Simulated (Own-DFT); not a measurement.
Simulation results for Hf₁₆O₃₁ (monoclinic hafnia with two neutral oxygen vacancies, atoms displaced), Hf₃₂O₆₃ (monoclinic hafnia with one neutral oxygen vacancy, atoms displaced), Hf₃₁SiO₆₄ (monoclinic hafnia with substituted atoms, atoms displaced)

A calculation, not a measurement: plane-wave PBE and HSE06 DFT by an unreviewed code, no spin, of a simulated cell at Gamma alone, so results move with cell size and shape, stress positive in tension, energies less offsets, not probed for a lower state with spin; hafnium file: forces about 75 meV/angstrom off all-electron values; oxygen file: force components 24 meV/angstrom off all-electron in a glass; k mesh not checked against a denser one; forces and stress are PBE's, HSE06 gives the energy alone, and its difference from PBE has offsets of its own; offsets are fitted by least squares, one for each functional and potential file, so energies compare only between cells with the same atoms and settings and are not formation energies; the far tail of each file's local potential was reset to the Coulomb form; each entry is a single point on an unrelaxed cell, so the pressure reflects the starting lattice, mostly measured values, from which strain is counted, and rises with the displacements; printed positions are rounded, which can move forces by about a meV/angstrom; the program is a retired in-house code; no spin-orbit coupling. Program: Own-DFT development build.

Settings shared by all entries: first functional PBE; second functional HSE06; exact exchange share 0.25; screening 0.11 1/bohr; exchange divergence Gygi-Baldereschi; potential files PseudoDojo norm-conserving, scalar-relativistic, made for PBE, standard set; wave cutoff 48 hartree; occupations fixed; k mesh 1 x 1 x 1 centred on Gamma.

(1) Hf₁₆O₃₁ (monoclinic hafnia with two neutral oxygen vacancies, atoms displaced)

```
CELL_PARAMETERS angstrom
10.23400 0.00000 0.00000
0.00000 10.35000 0.00000
-1.69550 0.00000 10.44530
ATOMIC_POSITIONS crystal
Hf 0.13681 0.01365 0.10364
Hf 0.36032 0.26783 0.14855
Hf 0.36452 0.47903 0.39940
Hf 0.13758 0.22606 0.35231
O 0.03802 0.16687 0.17294
O 0.46326 0.41828 0.07931
O 0.46169 0.33152 0.32349
O 0.03726 0.08087 0.42255
O 0.22454 0.37922 0.24149
O 0.28005 0.12781 0.01207
O 0.27298 0.11988 0.24977
O 0.22726 0.37237 0.48679
Hf 0.13981 0.02122 0.60836
Hf 0.36235 0.27464 0.64115
Hf 0.36005 0.48526 0.89771
Hf 0.13979 0.22681 0.85640
O 0.03448 0.16592 0.67438
O 0.46172 0.41198 0.57492
O 0.46269 0.33309 0.83394
O 0.03933 0.08745 0.92404
O 0.22958 0.38325 0.74100
O 0.26922 0.13077 0.50930
O 0.27665 0.11248 0.76211
O 0.22886 0.37535 0.98712
Hf 0.13576 0.51765 0.10645
Hf 0.36599 0.76672 0.15101
Hf 0.35743 0.98050 0.39019
Hf 0.14158 0.73704 0.35519
O 0.03845 0.65667 0.17291
O 0.46039 0.91849 0.07512
O 0.46804 0.83642 0.32602
O 0.03947 0.58697 0.42412
O 0.22041 0.87781 0.23970
O 0.27115 0.63070 0.00713
O 0.27441 0.62159 0.25588
O 0.22887 0.87484 0.49091
Hf 0.13246 0.52204 0.60732
Hf 0.36512 0.77200 0.64791
Hf 0.36252 0.98289 0.89475
Hf 0.13944 0.73484 0.85543
O 0.03812 0.66349 0.67212
O 0.46012 0.91492 0.57823
O 0.46521 0.83759 0.82780
O 0.04087 0.58113 0.92573
O 0.22684 0.87692 0.74044
O 0.27125 0.62471 0.50969
O 0.27283 0.62346 0.75890
O 0.21901 0.87271 0.99285
Hf 0.63653 0.01738 0.10577
Hf 0.85879 0.26988 0.14765
Hf 0.86268 0.47414 0.39918
Hf 0.63426 0.23287 0.35510
O 0.53900 0.16687 0.17511
O 0.96098 0.41486 0.07734
O 0.95820 0.33061 0.32546
O 0.53311 0.08605 0.42713
O 0.77474 0.12835 0.01063
O 0.77966 0.11959 0.26180
Hf 0.63677 0.01913 0.60255
Hf 0.85929 0.26820 0.64858
Hf 0.86381 0.47872 0.90035
Hf 0.63562 0.22777 0.84995
O 0.53627 0.16255 0.67078
O 0.96133 0.41572 0.57497
O 0.96197 0.33574 0.82773
O 0.54126 0.08172 0.91230
O 0.72477 0.37805 0.74279
O 0.76996 0.13171 0.50651
O 0.77614 0.12708 0.75586
O 0.72472 0.36869 0.98998
Hf 0.63743 0.52300 0.10257
Hf 0.85763 0.77343 0.14157
Hf 0.86665 0.97875 0.39250
Hf 0.64014 0.72566 0.35049
O 0.53903 0.66798 0.17819
O 0.96189 0.91381 0.07193
O 0.96256 0.83438 0.32820
O 0.54039 0.59014 0.41562
O 0.72629 0.87845 0.24324
O 0.77322 0.62757 0.00908
O 0.77529 0.62071 0.25795
O 0.72664 0.87239 0.48525
Hf 0.64185 0.51414 0.60180
Hf 0.85908 0.77217 0.64710
Hf 0.85674 0.97786 0.89499
Hf 0.64175 0.73060 0.85213
O 0.53381 0.66720 0.67636
O 0.96063 0.91260 0.57453
O 0.96693 0.83290 0.82718
O 0.53116 0.58224 0.92391
O 0.72439 0.88118 0.73676
O 0.77542 0.63004 0.51473
O 0.77943 0.62212 0.75711
O 0.72243 0.86879 0.98400
```

- PBE energy of cell above offsets: -90.904 eV
- HSE06 less PBE above offsets: 0.491 eV
- PBE pressure: 3.99 GPa
- PBE stress xx: -4.18 GPa
- PBE stress yy: -3.67 GPa
- PBE stress zz: -4.12 GPa
- PBE stress yz: 0.28 GPa
- PBE stress xz: 0.05 GPa
- PBE stress xy: -0.53 GPa

Force:
| element | x (eV/Å) | y (eV/Å) | z (eV/Å) |
| --- | --- | --- | --- |
| Hf | 0.144 | 1.412 | -0.667 |
| Hf | 0.284 | 1.105 | -1.459 |
| Hf | -1.018 | 0.835 | -1.259 |
| Hf | -0.507 | 0.846 | -0.098 |
| O | -0.441 | -0.251 | -0.104 |
| O | 0.455 | 0.024 | 0.582 |
| O | 0.33 | 0.331 | 0.972 |
| O | 0.101 | 0.129 | 0.085 |
| O | -0.005 | -0.38 | 0.064 |
| O | -0.142 | 0.023 | -0.318 |
| O | 0.257 | -0.456 | 1.541 |
| O | -0.402 | -0.551 | 0.033 |
| Hf | -0.633 | -0.424 | -0.473 |
| Hf | -0.859 | -0.902 | 1.513 |
| Hf | -0.319 | -0.693 | -0.433 |
| Hf | 0.134 | 1.188 | -0.146 |
| O | 0.29 | -0.082 | -0.086 |
| O | 1.946 | 1.203 | -0.14 |
| O | 0.523 | -0.514 | -0.972 |
| O | -1.189 | -1.005 | 0.022 |
| O | -0.361 | -0.773 | -0.638 |
| O | 0.733 | -0.05 | -0.017 |
| O | -0.32 | 1.386 | -0.631 |
| O | -0.862 | -1.152 | 0.417 |
| Hf | 0.715 | 0.055 | -0.614 |
| Hf | -0.65 | -0.006 | -1.016 |
| Hf | 1.021 | -0.036 | 1.111 |
| Hf | -0.906 | -2.227 | 0.15 |
| O | -1.862 | 2.174 | 0.444 |
| O | 0.648 | -0.005 | 0.521 |
| O | -0.612 | 0.396 | 0.034 |
| O | -0.918 | -0.297 | -0.291 |
| O | 0.351 | 0.002 | 0.233 |
| O | 0.794 | 0.439 | 0.752 |
| O | 0.699 | 0.114 | 0.935 |
| O | -0.603 | -0.223 | -0.416 |
| Hf | 1.065 | 0.015 | -0.659 |
| Hf | -0.746 | -0.87 | -0.066 |
| Hf | 0.196 | -0.723 | 0.367 |
| Hf | 0.228 | -1.474 | -0.035 |
| O | -1.452 | 1.284 | 0.47 |
| O | 1.084 | 0.873 | -0.499 |
| O | 0.665 | -0.545 | 0.099 |
| O | -0.942 | 0.101 | -0.607 |
| O | -0.51 | 0.265 | -0.004 |
| O | 1.073 | 0.8 | 0.105 |
| O | 0.39 | 0.085 | 0.39 |
| O | 0.445 | 0.049 | -0.249 |
| Hf | -0.038 | 0.904 | -0.22 |
| Hf | 0.039 | -0.001 | -0.571 |
| Hf | 0.52 | 1.115 | -0.694 |
| Hf | 0.917 | -0.972 | 0.043 |
| O | -0.016 | -0.176 | -0.315 |
| O | 0.32 | -0.025 | 0.315 |
| O | 0.508 | -0.051 | 0.518 |
| O | -0.694 | -0.15 | -0.672 |
| O | 0.096 | -0.694 | -0.107 |
| O | -0.589 | 0.39 | -0.369 |
| Hf | -0.106 | 0.154 | -0.756 |
| Hf | 0.534 | 0.155 | -0.34 |
| Hf | 0.472 | 0.075 | -0.465 |
| Hf | -0.095 | 0.988 | 0.717 |
| O | -0.824 | 0.843 | -0.066 |
| O | -0.39 | -0.535 | 0.282 |
| O | 0.876 | -0.526 | -0.009 |
| O | -0.988 | -1.141 | 1.15 |
| O | -0.398 | 0.605 | -1.223 |
| O | 0.206 | 0.721 | 0.373 |
| O | 0.147 | -1.296 | 0.716 |
| O | -0.354 | 0.177 | 0.494 |
| Hf | -0.272 | -1.085 | 0.119 |
| Hf | 1.001 | -1.521 | 1.055 |
| Hf | -1.169 | 0.302 | 0.89 |
| Hf | 1.099 | 1.434 | 1.337 |
| O | -0.527 | -0.067 | -1.326 |
| O | -0.066 | 0.002 | 0.325 |
| O | 0.955 | -0.759 | -0.943 |
| O | -1.77 | -2.258 | 1.468 |
| O | -0.009 | 0.263 | -1.646 |
| O | 0.213 | 0.64 | -0.045 |
| O | 0.268 | -0.671 | 0.084 |
| O | -0.509 | -0.114 | 0.409 |
| Hf | -0.041 | 1.382 | 0.6 |
| Hf | 0.906 | -0.643 | -0.865 |
| Hf | 1.113 | 1.156 | -0.398 |
| Hf | -1.421 | -1.231 | -0.455 |
| O | 0.817 | -0.886 | -0.529 |
| O | 1.209 | 0.804 | 0.485 |
| O | -0.903 | 0.725 | 0.136 |
| O | 1.309 | 1.166 | -0.062 |
| O | -0.117 | -0.162 | 0.645 |
| O | 0.005 | -0.681 | -0.454 |
| O | -0.52 | -0.243 | 0.631 |
| O | -0.029 | 0.392 | 0.798 |

(2) Hf₃₂O₆₃ (monoclinic hafnia with one neutral oxygen vacancy, atoms displaced)

```
CELL_PARAMETERS angstrom
10.23400 0.00000 0.00000
0.00000 10.35000 0.00000
-1.69550 0.00000 10.44530
ATOMIC_POSITIONS crystal
Hf 0.14041 0.02564 0.09836
Hf 0.36338 0.26354 0.14915
Hf 0.36725 0.47729 0.40281
Hf 0.14246 0.22535 0.35716
O 0.02249 0.16817 0.17605
O 0.45952 0.42014 0.07263
O 0.46411 0.33022 0.32701
O 0.04063 0.08764 0.42243
O 0.22403 0.37837 0.23230
O 0.27623 0.12732 0.00328
O 0.27813 0.11962 0.25945
O 0.22382 0.36410 0.49594
Hf 0.13377 0.01406 0.59986
Hf 0.37039 0.27042 0.65010
Hf 0.36438 0.47145 0.89034
Hf 0.12918 0.23886 0.84741
O 0.03994 0.16076 0.67449
O 0.45856 0.42775 0.58391
O 0.46095 0.34217 0.82393
O 0.03236 0.08360 0.91459
O 0.22168 0.38110 0.74500
O 0.27956 0.12692 0.51281
O 0.28029 0.11318 0.76592
O 0.22647 0.35927 0.98219
Hf 0.13394 0.52092 0.10428
Hf 0.37947 0.76694 0.14451
Hf 0.36360 0.98172 0.39081
Hf 0.14571 0.73517 0.35261
O 0.03917 0.65808 0.16574
O 0.45496 0.91414 0.07738
O 0.47108 0.82981 0.33668
O 0.03582 0.58451 0.42193
O 0.21705 0.88625 0.24116
O 0.27302 0.62331 0.00278
O 0.27709 0.62295 0.25756
O 0.22094 0.86986 0.49176
Hf 0.12677 0.52062 0.60720
Hf 0.36475 0.76701 0.64487
Hf 0.36495 0.97887 0.90120
Hf 0.13412 0.72716 0.85373
O 0.03103 0.66757 0.67760
O 0.46976 0.91192 0.57698
O 0.46362 0.82711 0.83701
O 0.03648 0.57719 0.92508
O 0.22206 0.88219 0.74588
O 0.26715 0.62237 0.50438
O 0.22550 0.87247 0.98849
Hf 0.63798 0.00916 0.11006
Hf 0.86852 0.28224 0.14808
Hf 0.86299 0.48028 0.39978
Hf 0.62917 0.23093 0.35192
O 0.53667 0.17282 0.17285
O 0.96199 0.42473 0.07101
O 0.96471 0.32938 0.32201
O 0.54013 0.07954 0.42226
O 0.72203 0.38691 0.24537
O 0.77451 0.13350 0.00990
O 0.76818 0.12196 0.25432
O 0.72069 0.37476 0.48080
Hf 0.64450 0.02084 0.60684
Hf 0.85492 0.27111 0.63897
Hf 0.86065 0.47963 0.89926
Hf 0.64746 0.22957 0.85601
O 0.54457 0.16771 0.67830
O 0.96630 0.41929 0.57980
O 0.96409 0.33613 0.82857
O 0.54018 0.08669 0.92365
O 0.71877 0.37559 0.74506
O 0.77449 0.13273 0.51281
O 0.77146 0.11410 0.75247
O 0.72372 0.37562 0.99354
Hf 0.63560 0.52130 0.10045
Hf 0.86641 0.76728 0.14027
Hf 0.85781 0.98607 0.40171
Hf 0.64087 0.73405 0.35757
O 0.53028 0.66574 0.17187
O 0.95597 0.92332 0.07524
O 0.96141 0.83457 0.32010
O 0.53561 0.58190 0.43315
O 0.72508 0.88808 0.24850
O 0.77199 0.62814 0.00670
O 0.77477 0.61990 0.25404
O 0.72269 0.87758 0.48035
Hf 0.64305 0.52908 0.60892
Hf 0.86176 0.77592 0.64376
Hf 0.86562 0.99075 0.88837
Hf 0.63411 0.73503 0.85631
O 0.53577 0.66488 0.66657
O 0.95495 0.92573 0.57671
O 0.96033 0.83632 0.82829
O 0.53850 0.57764 0.92854
O 0.73118 0.87317 0.73598
O 0.76941 0.62740 0.50445
O 0.77916 0.63149 0.76735
O 0.72947 0.86935 0.99177
```

* PBE energy of cell above offsets: -89.725 eV
* HSE06 less PBE above offsets: 0.063 eV
* PBE pressure: 5.92 GPa
* PBE stress xx: -6.58 GPa
* PBE stress yy: -5.9 GPa
* PBE stress zz: -5.28 GPa
* PBE stress yz: 0.09 GPa
* PBE stress xz: -0.7 GPa
* PBE stress xy: 0.4 GPa

Force:
| element | x (eV/Å) | y (eV/Å) | z (eV/Å) |
| --- | --- | --- | --- |
| Hf | -1.383 | -1.053 | 0.011 |
| Hf | -0.542 | 1.924 | -2.297 |
| Hf | -1.349 | 0.692 | -0.831 |
| Hf | -0.123 | 1.382 | -0.488 |
| O | 2.604 | -1.374 | -0.64 |
| O | 0.119 | -0.815 | 1.072 |
| O | -0.81 | 0.559 | 0.546 |
| O | -1.35 | -1.109 | 0.248 |
| O | -0.066 | -0.509 | 1.018 |
| O | -0.326 | -0.191 | 1.537 |
| O | -0.159 | 0.439 | -0.288 |
| O | 0.155 | 0.166 | -0.539 |
| Hf | 1.856 | 1.15 | 1.775 |
| Hf | -1.488 | -0.468 | -0.158 |
| Hf | -2.513 | 2.351 | 1.866 |
| Hf | 2.337 | -1.817 | 0.681 |
| O | -1.786 | 1.127 | -1.159 |
| O | 0.816 | -0.748 | 0.219 |
| O | 2.885 | -2.812 | -0.563 |
| O | 0.65 | 0.556 | 0.672 |
| O | 0.05 | 0.334 | -1.395 |
| O | 0.441 | -0.522 | -0.413 |
| O | 0.027 | 1.273 | -1.152 |
| O | -0.1 | 0.933 | 1.04 |
| Hf | 3.254 | -0.792 | -0.722 |
| Hf | -5.722 | -1.131 | 0.134 |
| Hf | -0.31 | -0.578 | 1.539 |
| Hf | -1.073 | -1.091 | -0.72 |
| O | -1.906 | 2.48 | 1.081 |
| O | 2.771 | 1.992 | 0.883 |
| O | -1.017 | 0.447 | -0.958 |
| O | -0.713 | 0.063 | -0.068 |
| O | 0.918 | -0.257 | 0.077 |
| O | 0.323 | 0.913 | 0.276 |
| O | 0.31 | 0.088 | 0.697 |
| O | 0.653 | -0.089 | -0.075 |
| Hf | 3.071 | 0.72 | -0.252 |
| Hf | -1.174 | 0.302 | -0.035 |
| Hf | -1.314 | 1.107 | -2.015 |
| Hf | 0.897 | 0.261 | 1.112 |
| O | -0.206 | 0.006 | -0.682 |
| O | -0.181 | 0.299 | 0.282 |
| O | -0.121 | -0.177 | -0.995 |
| O | -0.332 | 0.607 | -1.164 |
| O | 0.419 | -1.201 | -1.012 |
| O | 0.823 | 1.076 | 1.349 |
| O | -0.703 | -0.183 | 0.351 |
| Hf | 1.106 | 2.829 | -1.192 |
| Hf | -2.17 | -1.402 | -0.234 |
| Hf | 0.19 | 0.222 | -2.256 |
| Hf | 2.132 | -0.003 | -0.551 |
| O | 0.029 | -1.283 | -0.537 |
| O | -0.274 | -1.032 | 0.966 |
| O | -0.036 | 1.35 | 1.816 |
| O | -0.557 | -0.069 | -0.012 |
| O | 0.291 | -0.611 | -0.446 |
| O | 0.441 | -0.185 | -0.427 |
| O | 0.234 | 0.042 | 1.127 |
| O | 0.143 | -0.393 | 1.982 |
| Hf | -1.866 | -0.823 | -0.678 |
| Hf | 1.092 | 0.351 | 1.116 |
| Hf | -0.272 | 1.192 | -0.787 |
| Hf | -1.583 | -0.199 | 1.364 |
| O | -0.721 | 0.099 | -0.932 |
| O | -2.161 | -1.518 | -0.008 |
| O | -1.327 | -0.08 | -0.972 |
| O | -0.585 | -0.777 | 0.21 |
| O | 0.988 | 0.64 | -1.244 |
| O | 0.336 | -0.081 | -0.405 |
| O | 0.953 | 1.451 | 0.465 |
| O | -0.061 | -0.399 | -0.422 |
| Hf | 0.211 | -1.003 | 0.959 |
| Hf | 0.437 | 0.577 | 0.755 |
| Hf | 1.312 | 0.101 | -3.211 |
| Hf | 0.442 | -1.451 | -0.673 |
| O | 2.428 | -0.85 | 0.766 |
| O | 1.372 | 0.151 | 0.072 |
| O | 0.324 | 0.054 | 0.891 |
| O | 0.23 | 0.706 | -1.241 |
| O | -0.429 | -1.647 | -0.729 |
| O | 0.346 | 0.368 | 0.349 |
| O | -0.102 | 0.836 | 0.608 |
| O | -0.305 | -0.545 | 1.554 |
| Hf | -0.495 | -1.532 | -0.139 |
| Hf | 0.188 | -1.052 | 0.839 |
| Hf | -0.51 | -2.056 | 2.145 |
| Hf | 1.253 | -1.311 | 0.52 |
| O | -0.685 | 1.167 | 1.229 |
| O | 0.424 | -0.396 | 0.391 |
| O | 0.684 | -0.298 | -0.44 |
| O | 0.023 | 1.478 | -1.855 |
| O | -1.549 | 1.046 | -0.228 |
| O | 0.91 | 0.966 | 1.013 |
| O | -0.12 | -1.194 | -1.13 |
| O | -1.323 | 0.23 | -0.234 |

(3) Hf₃₁SiO₆₄ (monoclinic hafnia with substituted atoms, atoms displaced)

```
CELL_PARAMETERS angstrom
10.23400 0.00000 0.00000
0.00000 10.35000 0.00000
-1.69550 0.00000 10.44530
ATOMIC_POSITIONS crystal
Hf 0.13542 0.02043 0.10200
Hf 0.37099 0.27420 0.14582
Hf 0.35526 0.47874 0.40440
Hf 0.13998 0.22080 0.35320
O 0.03844 0.16992 0.16837
O 0.46204 0.41162 0.07203
O 0.46341 0.34029 0.33070
O 0.03601 0.08559 0.41743
O 0.22365 0.39410 0.23991
O 0.27682 0.13149 0.00884
O 0.27529 0.12278 0.25656
O 0.22554 0.36973 0.48411
Hf 0.13872 0.01915 0.60753
Hf 0.36086 0.26715 0.64505
Hf 0.36672 0.48598 0.89788
Hf 0.12891 0.22775 0.84747
O 0.03578 0.15350 0.66531
O 0.45845 0.42086 0.58134
O 0.46086 0.33243 0.83014
O 0.04589 0.08191 0.92335
O 0.22381 0.37982 0.73665
O 0.27737 0.12873 0.50762
O 0.27388 0.12471 0.75783
O 0.22652 0.38029 0.99238
Hf 0.13844 0.52085 0.10512
Hf 0.36120 0.77010 0.14720
Hf 0.37271 0.98310 0.39583
Hf 0.13325 0.72394 0.36342
O 0.03725 0.66898 0.17439
O 0.45885 0.92168 0.08627
O 0.46304 0.83261 0.31661
O 0.03448 0.58258 0.41730
O 0.22614 0.88498 0.24740
O 0.27180 0.62719 0.00852
O 0.28214 0.61911 0.26406
O 0.22085 0.86751 0.49108
Hf 0.14502 0.52150 0.60857
Hf 0.36672 0.77480 0.64843
Hf 0.35689 0.97823 0.89488
Hf 0.13572 0.72607 0.85734
O 0.03565 0.66357 0.67434
O 0.46437 0.91536 0.58788
O 0.46223 0.82550 0.82880
O 0.03619 0.58384 0.92182
O 0.22074 0.88362 0.73762
O 0.26816 0.63272 0.50268
O 0.26521 0.62511 0.76071
O 0.22332 0.86756 0.99318
Hf 0.63403 0.01876 0.10397
Hf 0.86247 0.27647 0.14395
Hf 0.86008 0.48651 0.40165
Hf 0.63722 0.23525 0.35161
O 0.53613 0.16759 0.17451
O 0.96098 0.41992 0.07404
O 0.96961 0.34009 0.32424
O 0.53064 0.07945 0.41985
O 0.73726 0.37750 0.23591
O 0.78561 0.12342 0.00772
O 0.77449 0.11861 0.25524
O 0.73061 0.38222 0.49078
Hf 0.63606 0.01961 0.60689
Hf 0.86651 0.26715 0.64721
Hf 0.86046 0.48323 0.89625
Hf 0.64491 0.22696 0.85652
O 0.54309 0.15528 0.68105
O 0.97188 0.41724 0.57911
O 0.96738 0.33026 0.82496
O 0.53042 0.09201 0.92257
O 0.71792 0.38055 0.74747
O 0.77641 0.12737 0.50651
O 0.77999 0.12388 0.75925
O 0.72854 0.37224 0.98912
Hf 0.63912 0.52348 0.09924
Hf 0.86314 0.76730 0.14553
Hf 0.85798 0.97754 0.39941
Hf 0.64423 0.72933 0.35514
O 0.53282 0.66727 0.17038
O 0.96133 0.91737 0.07254
O 0.96401 0.84183 0.31876
O 0.54879 0.58059 0.43409
O 0.71920 0.87555 0.23739
O 0.77752 0.63327 0.00351
O 0.78061 0.62262 0.25609
O 0.72185 0.87463 0.49954
Si 0.64033 0.52009 0.60372
Hf 0.86670 0.76625 0.65163
Hf 0.86050 0.98107 0.90088
Hf 0.63641 0.72749 0.85662
O 0.53452 0.66210 0.67992
O 0.96284 0.92075 0.57142
O 0.96113 0.83420 0.82546
O 0.52840 0.58258 0.92657
O 0.72532 0.86973 0.74006
O 0.77165 0.63309 0.50212
O 0.77331 0.62313 0.75862
O 0.72384 0.87259 0.98914
```

- PBE energy of cell above offsets: -87.745 eV
- HSE06 less PBE above offsets: 0.226 eV
- PBE pressure: 3.89 GPa
- PBE stress xx: -4.58 GPa
- PBE stress yy: -3.84 GPa
- PBE stress zz: -3.25 GPa
- PBE stress yz: 0.59 GPa
- PBE stress xz: 0.31 GPa
- PBE stress xy: -0.95 GPa

Force:
| element | x (eV/Å) | y (eV/Å) | z (eV/Å) |
| --- | --- | --- | --- |
| Hf | 1.068 | 0.115 | 1.432 |
| Hf | -3.141 | -0.393 | -0.182 |
| Hf | 1.079 | 1.14 | -1.89 |
| Hf | -0.512 | 1.55 | -1.014 |
| O | -0.441 | 0.048 | -0.062 |
| O | 2.369 | 1.469 | 0.579 |
| O | 1.217 | -1.027 | -0.245 |
| O | -0.862 | -0.756 | 0.54 |
| O | 0.394 | -1.964 | 0.354 |
| O | 0.279 | -0.147 | -0.072 |
| O | 0.618 | 0.089 | 0.54 |
| O | -0.458 | -0.302 | 1.177 |
| Hf | 1.452 | -1.39 | -2.42 |
| Hf | 0.457 | 0.571 | 1.094 |
| Hf | -2.569 | -2.324 | -1.018 |
| Hf | 3.044 | 0.519 | 1.686 |
| O | -2.183 | 2.74 | 1.262 |
| O | 2.342 | 0.479 | 0.814 |
| O | 0.867 | -0.394 | -0.433 |
| O | -1.675 | -0.689 | -0.872 |
| O | 0.053 | -0.2 | -0.282 |
| O | 0.294 | -0.25 | 0.545 |
| O | 0.322 | -0.53 | 0.165 |
| O | -0.506 | -1.132 | -0.805 |
| Hf | 0.603 | -0.138 | 0.461 |
| Hf | -1.501 | -0.123 | 0.473 |
| Hf | -3.817 | -2.066 | -1.124 |
| Hf | 1.523 | 2.528 | -2.516 |
| O | -0.215 | -0.036 | -0.316 |
| O | 0.76 | 0.532 | -1.256 |
| O | 1.104 | 0.116 | 2.195 |
| O | -0.979 | -0.696 | 1.198 |
| O | -0.051 | -0.346 | -0.992 |
| O | 0.517 | 0.547 | 0.327 |
| O | -0.358 | 1.094 | -0.15 |
| O | 0.499 | 0.439 | 0.573 |
| Hf | -0.641 | -0.38 | -0.624 |
| Hf | -1.573 | -1.364 | -0.706 |
| Hf | 0.037 | 0.947 | 0.806 |
| Hf | 0.179 | 0.766 | 0.024 |
| O | -0.42 | 0.115 | -0.351 |
| O | 0.733 | 1.024 | -1.083 |
| O | -0.398 | 0.939 | 0.78 |
| O | -1.104 | -0.362 | -0.306 |
| O | 0.468 | -0.565 | 1.029 |
| O | 0.926 | -0.677 | 2.038 |
| O | 1.313 | -0.264 | -0.016 |
| O | 0.101 | 0.228 | -0.699 |
| Hf | 0.476 | -0.045 | 0.03 |
| Hf | 1.551 | -1.325 | 0.807 |
| Hf | 1.849 | -1.232 | -1.318 |
| Hf | 0.415 | -0.481 | 0.05 |
| O | 0.362 | 0.216 | 0.333 |
| O | 0.394 | 0.372 | -0.209 |
| O | -0.208 | -0.237 | 0.213 |
| O | 2.61 | 1.884 | 0.501 |
| O | -2.39 | 0.865 | 0.723 |
| O | -1.099 | 1.059 | 0.209 |
| O | -0.405 | 0.191 | 0.387 |
| O | -1.781 | -0.655 | 1.483 |
| Hf | 1.524 | -1.097 | 0.047 |
| Hf | -0.21 | 0.743 | -1.023 |
| Hf | 0.775 | -0.418 | -0.342 |
| Hf | -1.505 | 0.51 | -0.063 |
| O | -1.786 | 1.763 | -0.404 |
| O | -0.541 | -0.446 | 0.255 |
| O | -1.445 | 0.77 | -0.191 |
| O | 0.028 | -1.162 | 0.593 |
| O | 0.492 | 1.379 | -2.3 |
| O | -0.655 | 1.142 | 0.384 |
| O | 0.385 | -0.361 | 0.044 |
| O | -0.712 | -0.056 | 0.002 |
| Hf | -0.671 | -0.431 | 1.059 |
| Hf | 0.702 | 1.323 | 0.356 |
| Hf | 0.913 | 0.509 | -1.15 |
| Hf | -1.467 | 0.546 | -0.466 |
| O | 1.162 | -1.024 | 0.049 |
| O | 0.357 | -0.225 | 0.353 |
| O | -0.244 | -0.484 | 0.69 |
| O | -0.583 | -0.717 | 1.423 |
| O | 0.048 | 0.083 | 0.328 |
| O | -0.556 | -0.814 | 0.215 |
| O | -0.599 | -0.228 | 0.046 |
| O | 0.134 | -0.83 | -1.465 |
| Si | -2.494 | 0.66 | -1.491 |
| Hf | -0.597 | 1.188 | -0.981 |
| Hf | 0.615 | -0.691 | -1 |
| Hf | 0.511 | 0.582 | -0.847 |
| O | 1.292 | -1.832 | -1.142 |
| O | -0.133 | -1.122 | 0.905 |
| O | 0.759 | -0.214 | 0.321 |
| O | 2.219 | 1.289 | 0.279 |
| O | -0.741 | 1.307 | 0.407 |
| O | 0.711 | -0.42 | 2.019 |
| O | -0.019 | -1.185 | -0.819 |
| O | -0.656 | -0.127 | 0.037 |
